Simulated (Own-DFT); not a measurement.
# Response to strain: 2H SiC, 72 atoms (C36Si36)

These are calculations, not measurements. They come from Own-DFT, an in-house plane-wave density functional program, since retired, whose code no person has reviewed. Each row is one single-point run on a periodic cell that was not relaxed, without spin or spin-orbit coupling.

Settings of every run: PBE; PseudoDojo norm-conserving scalar-relativistic files; cutoff 42 hartree; 4 x 4 x 3 k mesh centred on Gamma; Fermi-Dirac smearing of 0.1 eV.

Known limits: forces on such cells passed a denser k mesh, each cell not checked; stress not checked against mesh or cutoff.

Unstrained cell vectors in Å: (9.248, 0.000, 0.000); (-4.624, 8.009, 0.000); (0.000, 0.000, 10.068). The unstrained cell has measured lattice constants (interpolated for alloys), not those of this functional. That, the random moves and any unrelaxed bonds set the pressure at no strain. Each run strains this cell uniformly, with the atoms carried along. Every atom was also moved at random, by a Gaussian of width 0.05 Å on each axis. Strain is the symmetric tensor, in per cent. Stress is positive in tension, and the pressure is minus a third of its trace.

| run | e_xx (%) | e_yy (%) | e_zz (%) | e_yz (%) | e_xz (%) | e_xy (%) | s_xx (GPa) | s_yy (GPa) | s_zz (GPa) | s_yz (GPa) | s_xz (GPa) | s_xy (GPa) | P (GPa) | E (meV/atom) |
|---|---|---|---|---|---|---|---|---|---|---|---|---|---|---|
| 1 | 1.17 | 0.29 | 1.09 | -0.82 | -1.52 | -0.04 | 3.17 | -1.71 | -0.67 | -3.28 | -5.44 | 0.33 | -0.26 | 0.0 |
| 2 | -0.83 | 1.29 | -0.78 | 0.11 | -1.38 | -1.02 | -9.62 | 1.33 | -12.57 | 0.82 | -4.87 | -6.22 | 6.95 | 36.0 |
| 3 | -0.40 | 1.77 | 1.64 | -1.15 | 0.82 | 0.65 | -2.28 | 6.56 | 0.20 | -3.34 | 1.41 | 2.86 | -1.49 | 8.1 |
| 4 | 1.10 | -1.75 | 1.41 | 0.92 | -1.25 | -0.94 | 1.22 | -11.59 | -0.19 | 2.74 | -4.67 | -3.69 | 3.52 | 6.7 |
| 5 | 1.42 | -0.47 | 1.79 | 1.58 | 0.49 | -0.19 | 1.49 | -3.94 | 4.06 | 4.25 | 1.85 | -1.99 | -0.54 | 13.0 |
| 6 | 1.03 | -0.58 | -1.25 | 1.06 | -0.82 | 0.65 | 1.07 | -7.10 | -16.92 | 3.16 | -2.82 | 4.03 | 7.65 | 22.4 |
| 7 | -1.35 | -1.28 | -1.25 | -1.60 | 0.26 | -0.97 | -16.88 | -12.90 | -14.75 | -5.07 | 0.74 | -6.05 | 14.84 | 38.8 |
| 8 | 1.65 | 0.74 | 1.42 | -1.96 | -0.78 | -0.81 | 3.38 | 1.75 | 1.02 | -5.72 | -2.62 | -3.96 | -2.05 | 29.3 |
| 9 | -1.17 | 1.96 | 1.59 | -0.97 | -1.98 | 1.20 | -7.48 | 5.66 | 1.47 | -2.69 | -5.86 | 5.81 | 0.12 | 11.1 |
| 10 | 1.23 | 1.27 | -0.30 | 1.81 | 0.50 | 1.47 | 2.13 | 3.80 | -9.07 | 5.33 | 1.90 | 6.36 | 1.05 | 26.5 |
| 11 | 0.05 | -1.77 | 0.01 | 1.25 | 1.82 | -0.17 | -4.74 | -14.37 | -8.67 | 5.00 | 5.85 | -1.85 | 9.26 | 15.0 |
| 12 | -0.84 | 1.71 | 0.31 | 0.78 | -1.57 | -0.59 | -7.84 | 1.71 | -2.20 | 2.93 | -4.69 | 0.35 | 2.78 | 27.3 |
| 13 | 1.31 | -0.98 | 0.37 | -0.73 | 1.32 | -1.30 | 2.07 | -8.86 | -5.45 | -2.97 | 4.53 | -5.17 | 4.08 | 12.9 |
| 14 | -0.78 | 1.20 | -0.82 | -1.22 | 0.87 | 0.99 | -8.05 | -0.73 | -10.57 | -3.58 | 2.24 | 4.15 | 6.45 | 27.2 |
| 15 | 1.05 | -0.39 | -1.42 | -1.93 | 0.95 | 0.95 | 0.17 | -6.10 | -16.00 | -5.95 | 2.68 | 3.65 | 7.31 | 30.7 |
| 16 | -0.89 | -0.13 | -1.81 | 0.99 | -0.81 | 0.96 | -9.54 | -8.92 | -19.21 | 5.00 | -3.41 | 6.58 | 12.56 | 35.0 |
| 17 | -0.49 | -1.24 | 1.64 | -0.99 | -0.97 | 1.86 | ? | ? | ? | ? | ? | ? | ? | ? |

E is the free energy for each atom above the lowest run shown.

## Worked fit

Each stress component was fitted by least squares to a constant and the strains of the runs shown, as fractions, with shears doubled. Shear strains stay in the fit of a normal stress only where such slopes are resolved. The slopes, in GPa:

| stress | at no strain | per e_xx | per e_yy | per e_zz | scatter |
|---|---|---|---|---|---|
| s_xx | -4.7 | 532 ± 45 | 92 ± 38 | 59 ± 38 | 1.64 |
| s_yy | -4.8 | 116 ± 26 | 525 ± 22 | 75 ± 22 | 0.95 |
| s_zz | -7.6 | -1 ± 40 | 35 ± 33 | 590 ± 34 | 1.46 |

Each shear stress against twice its own strain: yz 160 ± 7, xz 162 ± 7, xy 234 ± 25 GPa. These are stiffnesses along x, y and z of the frame in which the cell vectors are given, which need not be the crystal's axes. The atoms are held to the strained lattice; where symmetry lets them move under strain, relaxing them would lower some slopes. The table should be nearly symmetric about its diagonal, and what it lacks of that shows the noise. A ninth of its sum, 225 ± 5 GPa, estimates the bulk modulus near the mean pressure of these runs, 4.5 GPa, so it lies above the value at zero pressure.

## Withheld run

Question: what normal stresses and pressure should run 17 give?

The fit gives s_xx = -7.5, s_yy = -10.6, s_zz = 1.6 and P = 5.5 GPa. The calculation gave -9.07, -11.56, 2.55 and P = 6.03 GPa.
